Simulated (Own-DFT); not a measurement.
# How HSE06 shifts the pressure of monoclinic HfO2, 94 atoms (Hf32O62), with two O vacancies

All values are computed. Each geometry was run twice at fixed positions with Own-DFT, a retired in-house plane-wave program that no person has reviewed: with PBE, and with HSE06 (exact exchange share 0.25 at short range, screening 0.11 per bohr, Gygi-Baldereschi treatment of its divergence). Both used PseudoDojo norm-conserving files made for PBE, a cutoff of 48 hartree, the Gamma point alone, fixed occupations, a neutral cell and no spin. With Gamma alone and a thickness of 10.1 Å, finite-size errors remain in every number. The hafnium file keeps the 4f electrons in the core, and its forces lie about 75 meV/Å off all-electron values. The oxygen file's force components were 24 meV/Å off all-electron values in a glass.

Unstrained cell vectors in Å: (10.234, 0.000, 0.000); (0.000, 10.350, 0.000); (-1.695, 0.000, 10.445), volume V0 = 1106.4 Å³, from measured lattice constants. Each geometry has its own random strain of a few per cent, its own defect sites and random moves of rms u per axis. HSE06 gave the energy alone. D is its energy less that of PBE, over the lowest D shown. The PBE stress wasn't checked against mesh or cutoff.

```
run,V - V0 (Å³),u (Å),P with PBE (GPa),D (eV)
1,-4.2,0.0288,4.87,0.925
2,-13.1,0.0543,8.43,1.065
3,-29.6,0.0479,12.24,0.382
4,-10.4,0.0297,5.81,0.818
5,-19.0,0.0307,8.60,0.622
6,-32.0,0.0495,13.31,0.487
7,-43.0,0.0282,13.78,0.000
8,-13.5,0.0514,8.82,0.960
9,23.0,0.0293,-0.25,1.655
10,-22.3,0.0303,9.73,0.536
11,-17.3,0.0297,7.91,?
```

## Worked fit

D = 0.96 + 0.0254 (V - V0) + 127 u² eV, with an error of 0.0011 on the volume slope, 21 on the last term and a scatter of 0.06 eV. Pressure is -dE/dV, and 1 eV/Å³ is 160.2 GPa, so HSE06 changes the pressure by -4.1 ± 0.2 GPa. With the ions held to the strained lattice, the PBE pressure falls by 246 ± 11 GPa per unit of volume strain; the shape of the strain isn't fitted, so the true error is larger, and a relaxed crystal would be softer. On that slope HSE06's volume at a given pressure is about 1.7 % smaller, or 0.6 % in lengths. At u = 0 and V0 the PBE pressure is 3.6 GPa, which puts the zero-pressure volume, against the measured cell and with the defects in, at +1.4 % for PBE and -0.2 % for HSE06, each good to a few tenths of a per cent.

## Check

Q: what D should run 11 give?

The fitted form gives 0.64 eV, with rows scattering by 0.06. The calculation gave 0.652 eV.
